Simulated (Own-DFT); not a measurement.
# Point defects and the pressure they add: 2H SiC

The numbers are computed, not measured, by runs of the plane-wave DFT program Own-DFT (in-house, retired, unreviewed) at fixed positions, with no spin and no spin-orbit coupling.

All runs used: PBE; PseudoDojo norm-conserving scalar-relativistic files; cutoff 42 hartree; 4 x 4 x 3 k mesh centred on Gamma; Fermi-Dirac smearing of 0.1 eV.

Known weak points (not all hold for every row): some atoms lie very close together; not probed for a lower state with spin; forces on such cells passed a denser k mesh, each cell not checked; stress not checked against mesh or cutoff.

All runs share one cell, with vectors in Å (9.248, 0.000, 0.000); (-4.624, 8.009, 0.000); (0.000, 0.000, 10.068) and a volume of 745.7 Å³. The atoms are randomly displaced, by u rms on each axis. The defect's site can differ from row to row.

```
                                     cell     formula   u (Å)  P (GPa)
                                no defect     C36Si36  0.0294     3.73
                                no defect     C36Si36  0.0303     3.96
                                no defect     C36Si36  0.0585     5.89
                       one Si on a C site     C35Si37  0.0290    10.42
                       one Si on a C site     C35Si37  0.0311    10.34
                       one Si on a C site     C35Si37  0.0513    11.70
                   two N on a C site each   C34N2Si36  0.0297     2.95
                   two N on a C site each   C34N2Si36  0.0469     4.11
                   two N on a C site each   C34N2Si36  0.0472     4.28
one Al on a Si site and one N on a C site  AlC35NSi35  0.0290        ?
one Al on a Si site and one N on a C site  AlC35NSi35  0.0299     4.10
one Al on a Si site and one N on a C site  AlC35NSi35  0.0482     5.30
one Al on a Si site and one N on a C site  AlC35NSi35  0.0492     5.48
                       one C on a Si site     C37Si35  0.0301     2.00
                       one C on a Si site     C37Si35  0.0333     1.98
                       one C on a Si site     C37Si35  0.0484     2.88
```

## Analysis

P = P0 + c u² + a shift for each defect gives P0 = 3.13 GPa, c = 806 ± 36 GPa/Å² and a scatter of 0.12 GPa. The shifts, and each times the cell's volume:

- one Si on a C site: 6.50 ± 0.09 GPa, 30.2 eV
- one Al on a Si site and one N on a C site: 0.31 ± 0.09 GPa, 1.5 eV
- two N on a C site each: -0.77 ± 0.09 GPa, -3.6 eV (-1.8 eV for each of its 2 sites)
- one C on a Si site: -2.01 ± 0.09 GPa, -9.4 eV

A positive shift means that the defect pushes the cell outwards. Shift times volume (160.2 GPa Å³ is 1 eV) depends little on the cell's size, so, taken for each site, it can be compared between cells at like pressure. The atoms around the defects weren't relaxed, which would change these numbers.

## The run left out

The question: what pressure belongs in the blank (one Al on a Si site and one N on a C site, u = 0.0290 Å)?

The fit gives 4.12 ± 0.14 GPa. The calculation gave 4.14 GPa.
